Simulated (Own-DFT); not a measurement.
## Calculated data, GaP (zincblende, atoms displaced)

All values are calculated (Own-DFT development build). A calculation, not a measurement: plane-wave PBE density functional theory by an unreviewed code, no spin, of a simulated periodic cell, stress positive in tension, free energy of the whole cell less one offset for each atom, forces on such cells passed a denser k mesh, this cell's mesh not checked; offsets are fitted by least squares, one for each functional and potential file, so energies compare only between cells with the same atoms and settings and are not formation energies; the far tail of each file's local potential was reset to the Coulomb form; each entry is a single point on an unrelaxed cell, so the pressure reflects the starting lattice, mostly measured values (interpolated for alloys), from which strain is counted, and rises with the displacements; printed positions are rounded, which can move forces by about a meV/angstrom; the program, named Own-DFT, is a retired in-house code; no spin-orbit coupling; before rounding, a Quantum ESPRESSO 7.3.1 run of the same cell and cutoff gave forces within 1 meV/angstrom rms on each cell, which checks the program and not the settings.

Settings shared by all entries: functional PBE; potential files PseudoDojo norm-conserving, scalar-relativistic, standard set; wave cutoff 42 hartree; occupations Fermi-Dirac; smearing width 0.1 eV; k mesh 2 x 3 x 3 centred on Gamma.

```json
{"entry": 1, "formula": "GaP", "kind": "zincblende, atoms displaced", "structure": {"cell_angstrom": [[16.3515, 0.0, 0.0], [0.0, 10.901, 0.0], [0.0, 0.0, 10.901]], "atoms_fractional": [["Ga", 0.99718, 0.99867, 0.00077], ["Ga", 0.99924, 0.24979, 0.24914], ["Ga", 0.16657, 0.00038, 0.2487], ["Ga", 0.16578, 0.25005, 6e-05], ["P", 0.08361, 0.12881, 0.12553], ["P", 0.08364, 0.37745, 0.37496], ["P", 0.24932, 0.12656, 0.37636], ["P", 0.2514, 0.37185, 0.12521], ["Ga", 0.9993, 0.99825, 0.50013], ["Ga", 0.00046, 0.25355, 0.75028], ["Ga", 0.16635, 0.00374, 0.75073], ["Ga", 0.16764, 0.25076, 0.49687], ["P", 0.08204, 0.12327, 0.62347], ["P", 0.08274, 0.37482, 0.88054], ["P", 0.24961, 0.12748, 0.87299], ["P", 0.24819, 0.37709, 0.62333], ["Ga", 0.99865, 0.50178, 0.00149], ["Ga", 0.99871, 0.75202, 0.24983], ["Ga", 0.16783, 0.49807, 0.24812], ["Ga", 0.16595, 0.74956, 0.00072], ["P", 0.08415, 0.62075, 0.12493], ["P", 0.08383, 0.87589, 0.37691], ["P", 0.25117, 0.62535, 0.37128], ["P", 0.24763, 0.87086, 0.1256], ["Ga", 0.00093, 0.49795, 0.50325], ["Ga", 0.99965, 0.7488, 0.7515], ["Ga", 0.1675, 0.50192, 0.7483], ["Ga", 0.16745, 0.74846, 0.50143], ["P", 0.08447, 0.62424, 0.62665], ["P", 0.08333, 0.87518, 0.8751], ["P", 0.25096, 0.62484, 0.87559], ["P", 0.24929, 0.8745, 0.6245], ["Ga", 0.33253, 0.00174, 0.00093], ["Ga", 0.33235, 0.24904, 0.24794], ["Ga", 0.49904, 0.00014, 0.25029], ["Ga", 0.49887, 0.25064, 0.00111], ["P", 0.41753, 0.12478, 0.12468], ["P", 0.41755, 0.37477, 0.37714], ["P", 0.58286, 0.12322, 0.37549], ["P", 0.58314, 0.37364, 0.13049], ["Ga", 0.33254, 0.99988, 0.49735], ["Ga", 0.33508, 0.25311, 0.7505], ["Ga", 0.49866, 0.00186, 0.75031], ["Ga", 0.50005, 0.24774, 0.50075], ["P", 0.41641, 0.12144, 0.62544], ["P", 0.41546, 0.37191, 0.87618], ["P", 0.58338, 0.12343, 0.87294], ["P", 0.58469, 0.37797, 0.62217], ["Ga", 0.33242, 0.50039, 0.99861], ["Ga", 0.33124, 0.74833, 0.24695], ["Ga", 0.50025, 0.50205, 0.24871], ["Ga", 0.49951, 0.74887, 0.00026], ["P", 0.41461, 0.62547, 0.12385], ["P", 0.41577, 0.87545, 0.37674], ["P", 0.58572, 0.62404, 0.37524], ["P", 0.5843, 0.87528, 0.12598], ["Ga", 0.33428, 0.49928, 0.49839], ["Ga", 0.33397, 0.7525, 0.74606], ["Ga", 0.50102, 0.50275, 0.75008], ["Ga", 0.50002, 0.75306, 0.49964], ["P", 0.41691, 0.62549, 0.62649], ["P", 0.4165, 0.87424, 0.87493], ["P", 0.58519, 0.63041, 0.87806], ["P", 0.5837, 0.87451, 0.62568], ["Ga", 0.66771, 0.00122, 0.99817], ["Ga", 0.6658, 0.24972, 0.24698], ["Ga", 0.83406, 0.00012, 0.25038], ["Ga", 0.83264, 0.24834, 0.00032], ["P", 0.7497, 0.12501, 0.12706], ["P", 0.75041, 0.37531, 0.37621], ["P", 0.91652, 0.12785, 0.376], ["P", 0.91887, 0.37823, 0.12593], ["Ga", 0.66604, 0.99934, 0.49655], ["Ga", 0.66634, 0.25375, 0.7512], ["Ga", 0.83114, 0.99802, 0.74866], ["Ga", 0.83326, 0.24907, 0.49971], ["P", 0.75203, 0.12615, 0.62586], ["P", 0.75045, 0.37662, 0.87519], ["P", 0.91523, 0.123, 0.87744], ["P", 0.91478, 0.37143, 0.62223], ["Ga", 0.66642, 0.5017, 0.00217], ["Ga", 0.667, 0.75344, 0.25112], ["Ga", 0.83469, 0.49999, 0.25216], ["Ga", 0.83413, 0.75013, 0.00067], ["P", 0.75055, 0.62389, 0.12567], ["P", 0.74891, 0.87533, 0.37153], ["P", 0.91844, 0.62442, 0.37702], ["P", 0.91763, 0.87423, 0.12331], ["Ga", 0.66705, 0.49993, 0.49937], ["Ga", 0.66724, 0.74797, 0.74962], ["Ga", 0.83237, 0.50495, 0.7501], ["Ga", 0.83463, 0.75083, 0.49939], ["P", 0.7482, 0.62714, 0.62408], ["P", 0.75265, 0.87278, 0.87538], ["P", 0.91781, 0.62482, 0.87688], ["P", 0.91624, 0.87627, 0.6263]]}, "results": {"free_energy_of_cell_above_offsets [eV]": "-53.599", "pressure [GPa]": 2.71, "stress_xx [GPa]": -2.72, "stress_yy [GPa]": -2.7, "stress_zz [GPa]": -2.71, "stress_yz [GPa]": 0.17, "stress_xz [GPa]": -0.18, "stress_xy [GPa]": 0.24, "force_element": ["Ga", "Ga", "Ga", "Ga", "P", "P", "P", "P", "Ga", "Ga", "Ga", "Ga", "P", "P", "P", "P", "Ga", "Ga", "Ga", "Ga", "P", "P", "P", "P", "Ga", "Ga", "Ga", "Ga", "P", "P", "P", "P", "Ga", "Ga", "Ga", "Ga", "P", "P", "P", "P", "Ga", "Ga", "Ga", "Ga", "P", "P", "P", "P", "Ga", "Ga", "Ga", "Ga", "P", "P", "P", "P", "Ga", "Ga", "Ga", "Ga", "P", "P", "P", "P", "Ga", "Ga", "Ga", "Ga", "P", "P", "P", "P", "Ga", "Ga", "Ga", "Ga", "P", "P", "P", "P", "Ga", "Ga", "Ga", "Ga", "P", "P", "P", "P", "Ga", "Ga", "Ga", "Ga", "P", "P", "P", "P"], "force_x [eV/angstrom]": [0.662, 0.209, -0.103, 0.258, -0.22, -0.041, 0.202, -0.24, -0.045, -0.119, -0.068, -0.472, 0.174, 0.083, 0.146, 0.447, 0.314, 0.502, 0.045, -0.168, -0.197, -0.043, -0.248, 0.31, -0.052, 0.141, -0.142, -0.03, -0.318, -0.033, -0.104, -0.022, -0.128, 0.408, 0.119, 0.429, -0.249, -0.038, 0.02, -0.19, -0.113, -0.426, 0.219, 0.044, -0.212, 0.518, -0.024, -0.363, 0.039, 0.387, -0.173, -0.015, 0.35, -0.085, -0.453, -0.272, -0.119, -0.114, 0.063, 0.145, 0.031, -0.067, -0.293, 0.017, 0.006, 0.24, 0.083, 0.163, 0.073, -0.094, 0.091, -0.618, 0.239, 0.091, 0.346, -0.223, -0.691, -0.059, 0.096, 0.182, -0.021, -0.059, -0.063, -0.056, 0.075, 0.536, -0.087, -0.356, 0.189, 0.012, 0.154, -0.215, 0.392, -0.531, -0.237, 0.062], "force_y [eV/angstrom]": [0.308, 0.28, 0.064, -0.024, -0.652, -0.296, -0.27, 0.323, 0.165, -0.426, -0.335, 0.026, 0.455, 0.387, -0.02, -0.237, -0.142, -0.316, -0.027, -0.273, 0.595, -0.177, -0.223, 0.684, 0.068, 0.172, -0.291, -0.025, 0.15, 0.112, 0.296, 0.329, -0.289, -0.015, -0.182, -0.13, -0.057, -0.143, 0.298, 0.317, -0.008, -0.299, -0.453, 0.095, 0.485, 0.716, 0.428, -0.313, -0.23, 0.327, 0.013, 0.352, -0.171, -0.202, 0.381, 0.112, 0.193, -0.197, -0.183, -0.43, 0.001, 0.197, -0.691, 0.219, -0.228, -0.136, 0.037, 0.34, -0.044, -0.19, -0.45, -0.457, 0.079, -0.211, 0.246, -0.006, -0.119, 0.081, 0.201, 0.656, -0.286, -0.553, 0.031, -0.255, 0.278, 0.075, 0.067, 0.049, 0.047, 0.496, -0.38, 0.055, -0.132, 0.08, 0.084, -0.272], "force_z [eV/angstrom]": [-0.094, 0.216, 0.169, 0.008, -0.097, -0.104, -0.437, -0.273, -0.065, 0.159, -0.147, 0.373, 0.066, -0.686, 0.241, 0.097, -0.067, 0.103, 0.135, -0.229, 0.129, -0.219, 0.441, -0.164, -0.061, -0.136, 0.588, -0.285, -0.106, 0.064, -0.284, 0.031, -0.109, 0.436, 0.032, -0.074, 0.113, -0.435, -0.221, -0.865, 0.301, -0.487, 0.012, 0.105, -0.121, -0.053, 0.245, 0.357, 0.11, 0.311, 0.347, 0.189, -0.006, -0.565, -0.097, -0.236, 0.14, 0.405, 0.284, 0.051, -0.369, 0.098, -0.183, 0.064, 0.08, 0.733, -0.014, 0.184, -0.257, -0.247, -0.174, -0.07, 0.507, -0.21, 0.232, -0.117, -0.173, 0.172, -0.514, 0.557, -0.011, -0.305, -0.035, 0.081, 0.21, 0.482, -0.004, 0.39, -0.067, 0.095, -0.174, -0.045, -0.145, -0.05, -0.201, -0.053]}}
{"entry": 2, "formula": "GaP", "kind": "zincblende, atoms displaced", "structure": {"cell_angstrom": [[16.3515, 0.0, 0.0], [0.0, 10.901, 0.0], [0.0, 0.0, 10.901]], "atoms_fractional": [["Ga", 0.9992, 0.00191, 0.00364], ["Ga", 0.00012, 0.25273, 0.24933], ["Ga", 0.16786, 0.99896, 0.25065], ["Ga", 0.16708, 0.25139, 0.99914], ["P", 0.08399, 0.12603, 0.1241], ["P", 0.08433, 0.37308, 0.37545], ["P", 0.24998, 0.12652, 0.37547], ["P", 0.2493, 0.37528, 0.12296], ["Ga", 0.99999, 0.99926, 0.49829], ["Ga", 0.00155, 0.25039, 0.75233], ["Ga", 0.16817, 0.00317, 0.75085], ["Ga", 0.16786, 0.25001, 0.49739], ["P", 0.08462, 0.12272, 0.62779], ["P", 0.08292, 0.37287, 0.87504], ["P", 0.25013, 0.12832, 0.87542], ["P", 0.25015, 0.37323, 0.62573], ["Ga", 0.00208, 0.50009, 0.99998], ["Ga", 0.9994, 0.75246, 0.24785], ["Ga", 0.16628, 0.5002, 0.24861], ["Ga", 0.16691, 0.75024, 0.998], ["P", 0.08415, 0.6237, 0.12424], ["P", 0.08394, 0.8728, 0.3744], ["P", 0.25143, 0.62775, 0.3728], ["P", 0.25035, 0.87076, 0.12624], ["Ga", 0.00048, 0.50171, 0.49965], ["Ga", 0.00254, 0.74705, 0.74909], ["Ga", 0.16518, 0.50212, 0.74859], ["Ga", 0.16635, 0.74606, 0.50165], ["P", 0.08356, 0.62666, 0.62617], ["P", 0.08212, 0.87416, 0.87545], ["P", 0.24771, 0.62503, 0.87496], ["P", 0.25055, 0.87713, 0.62182], ["Ga", 0.33466, 0.9984, 0.00176], ["Ga", 0.33277, 0.247, 0.24642], ["Ga", 0.50103, 0.99883, 0.25043], ["Ga", 0.49987, 0.24684, 0.00084], ["P", 0.41694, 0.12525, 0.1254], ["P", 0.41905, 0.37549, 0.37551], ["P", 0.58204, 0.12618, 0.37389], ["P", 0.58255, 0.37702, 0.12462], ["Ga", 0.33532, 0.99889, 0.49841], ["Ga", 0.33446, 0.25077, 0.75082], ["Ga", 0.5, 0.99901, 0.74871], ["Ga", 0.50249, 0.25181, 0.50095], ["P", 0.41613, 0.12346, 0.62308], ["P", 0.41632, 0.37264, 0.87458], ["P", 0.58482, 0.12523, 0.87113], ["P", 0.58316, 0.3718, 0.63006], ["Ga", 0.33534, 0.50075, 0.00408], ["Ga", 0.33174, 0.75079, 0.24835], ["Ga", 0.49893, 0.50158, 0.2515], ["Ga", 0.49928, 0.7475, 0.99975], ["P", 0.41715, 0.62576, 0.12546], ["P", 0.41767, 0.87619, 0.37533], ["P", 0.58398, 0.62479, 0.37439], ["P", 0.58496, 0.87522, 0.12514], ["Ga", 0.33481, 0.49756, 0.49658], ["Ga", 0.33271, 0.75056, 0.74957], ["Ga", 0.49943, 0.5008, 0.7517], ["Ga", 0.50191, 0.75059, 0.49824], ["P", 0.41539, 0.62546, 0.62485], ["P", 0.4185, 0.8731, 0.87342], ["P", 0.58195, 0.62426, 0.87702], ["P", 0.58447, 0.87506, 0.62679], ["Ga", 0.6641, 0.99588, 0.00319], ["Ga", 0.66743, 0.24856, 0.24985], ["Ga", 0.83461, 0.00275, 0.25092], ["Ga", 0.83482, 0.25014, 0.00051], ["P", 0.75015, 0.1213, 0.12661], ["P", 0.75182, 0.37438, 0.37602], ["P", 0.91789, 0.12695, 0.37633], ["P", 0.91727, 0.3773, 0.12737], ["Ga", 0.66493, 0.99845, 0.5033], ["Ga", 0.66705, 0.24745, 0.75002], ["Ga", 0.8339, 0.00175, 0.74899], ["Ga", 0.83258, 0.2534, 0.4954], ["P", 0.74862, 0.12652, 0.62482], ["P", 0.75045, 0.37493, 0.87579], ["P", 0.91727, 0.1242, 0.87751], ["P", 0.91782, 0.372, 0.62338], ["Ga", 0.66615, 0.50131, 0.00055], ["Ga", 0.66629, 0.74898, 0.24845], ["Ga", 0.83384, 0.50118, 0.24828], ["Ga", 0.83178, 0.75176, 0.00301], ["P", 0.7504, 0.6258, 0.12456], ["P", 0.75012, 0.87654, 0.37836], ["P", 0.91604, 0.62482, 0.37723], ["P", 0.91687, 0.87515, 0.12658], ["Ga", 0.66616, 0.49848, 0.50102], ["Ga", 0.66715, 0.7484, 0.74838], ["Ga", 0.83435, 0.49967, 0.75183], ["Ga", 0.83381, 0.75071, 0.49935], ["P", 0.74925, 0.6235, 0.62535], ["P", 0.74941, 0.87364, 0.87583], ["P", 0.91752, 0.62468, 0.8719], ["P", 0.91511, 0.87211, 0.62381]]}, "results": {"free_energy_of_cell_above_offsets [eV]": "-53.617", "pressure [GPa]": 2.71, "stress_xx [GPa]": -2.72, "stress_yy [GPa]": -2.71, "stress_zz [GPa]": -2.71, "stress_yz [GPa]": -0.02, "stress_xz [GPa]": -0.08, "stress_xy [GPa]": 0.11, "force_element": ["Ga", "Ga", "Ga", "Ga", "P", "P", "P", "P", "Ga", "Ga", "Ga", "Ga", "P", "P", "P", "P", "Ga", "Ga", "Ga", "Ga", "P", "P", "P", "P", "Ga", "Ga", "Ga", "Ga", "P", "P", "P", "P", "Ga", "Ga", "Ga", "Ga", "P", "P", "P", "P", "Ga", "Ga", "Ga", "Ga", "P", "P", "P", "P", "Ga", "Ga", "Ga", "Ga", "P", "P", "P", "P", "Ga", "Ga", "Ga", "Ga", "P", "P", "P", "P", "Ga", "Ga", "Ga", "Ga", "P", "P", "P", "P", "Ga", "Ga", "Ga", "Ga", "P", "P", "P", "P", "Ga", "Ga", "Ga", "Ga", "P", "P", "P", "P", "Ga", "Ga", "Ga", "Ga", "P", "P", "P", "P"], "force_x [eV/angstrom]": [0.194, 0.097, -0.117, -0.085, 0.084, -0.079, 0.273, 0.197, 0.082, -0.258, -0.013, -0.211, -0.229, 0.236, 0.297, -0.007, -0.341, 0.147, 0.166, -0.224, -0.134, 0.005, -0.262, -0.174, 0.028, -0.541, 0.212, 0.26, -0.016, 0.203, 0.603, -0.133, -0.188, 0.043, -0.103, 0.236, 0.14, -0.364, 0.353, 0.089, -0.295, -0.112, 0.006, -0.326, 0.229, 0.161, -0.332, 0.085, -0.332, 0.603, 0.236, 0.192, -0.088, -0.045, 0.022, -0.749, -0.287, -0.175, -0.155, -0.208, 0.309, -0.299, 0.318, -0.304, 0.526, -0.047, -0.062, -0.255, -0.043, -0.584, -0.031, 0.011, 0.15, 0.301, -0.156, 0.256, 0.425, -0.1, -0.021, -0.079, 0.108, 0.35, -0.089, 0.427, -0.122, -0.101, 0.189, -0.228, -0.015, -0.062, -0.049, -0.377, 0.271, 0.016, -0.037, 0.507], "force_y [eV/angstrom]": [-0.274, -0.266, 0.067, -0.116, -0.012, 0.444, -0.377, 0.039, -0.098, -0.327, -0.469, -0.114, 0.311, 0.425, -0.431, 0.342, 0.013, -0.494, -0.041, -0.012, 0.352, 0.099, -0.568, 0.628, -0.292, 0.517, -0.451, 0.441, -0.418, 0.381, -0.143, -0.191, -0.001, 0.494, 0.125, 0.257, -0.392, -0.414, -0.193, -0.266, 0.206, -0.211, 0.171, -0.23, 0.286, 0.32, -0.365, 0.501, -0.109, -0.006, -0.08, 0.339, 0.103, -0.346, -0.078, -0.465, 0.195, -0.003, -0.092, -0.068, -0.05, 0.156, 0.107, -0.246, 0.534, 0.201, -0.282, -0.02, 0.357, 0.422, -0.005, -0.103, 0.351, 0.347, -0.175, -0.533, -0.08, -0.054, 0.113, 0.302, -0.184, 0.219, 0.034, -0.131, -0.159, -0.086, 0.138, 0.155, -0.15, -0.057, -0.208, -0.224, -0.024, 0.232, 0.153, 0.309], "force_z [eV/angstrom]": [-0.246, 0.081, -0.049, 0.004, 0.259, -0.053, -0.193, 0.273, 0.329, -0.294, 0.124, 0.558, -0.502, -0.006, 0.187, -0.186, -0.14, 0.273, 0.248, 0.135, 0.059, 0.08, 0.254, -0.393, 0.076, 0.112, 0.138, -0.232, -0.349, 0.011, 0.027, 0.297, -0.273, 0.375, -0.078, -0.283, -0.008, -0.289, 0.225, 0.165, -0.034, -0.237, -0.001, 0.066, 0.155, 0.333, 0.677, -0.306, -0.599, 0.273, -0.129, 0.107, 0.232, -0.322, 0.028, 0.172, 0.294, -0.033, -0.121, 0.321, -0.157, 0.211, -0.297, -0.08, -0.631, -0.041, 0.304, 0.202, -0.367, -0.528, -0.207, -0.407, -0.353, 0.158, 0.108, 0.646, -0.258, 0.052, -0.282, 0.221, -0.087, 0.371, 0.327, -0.476, 0.107, -0.451, -0.438, -0.114, 0.092, 0.35, -0.361, 0.111, -0.103, -0.125, 0.641, 0.272]}}
```
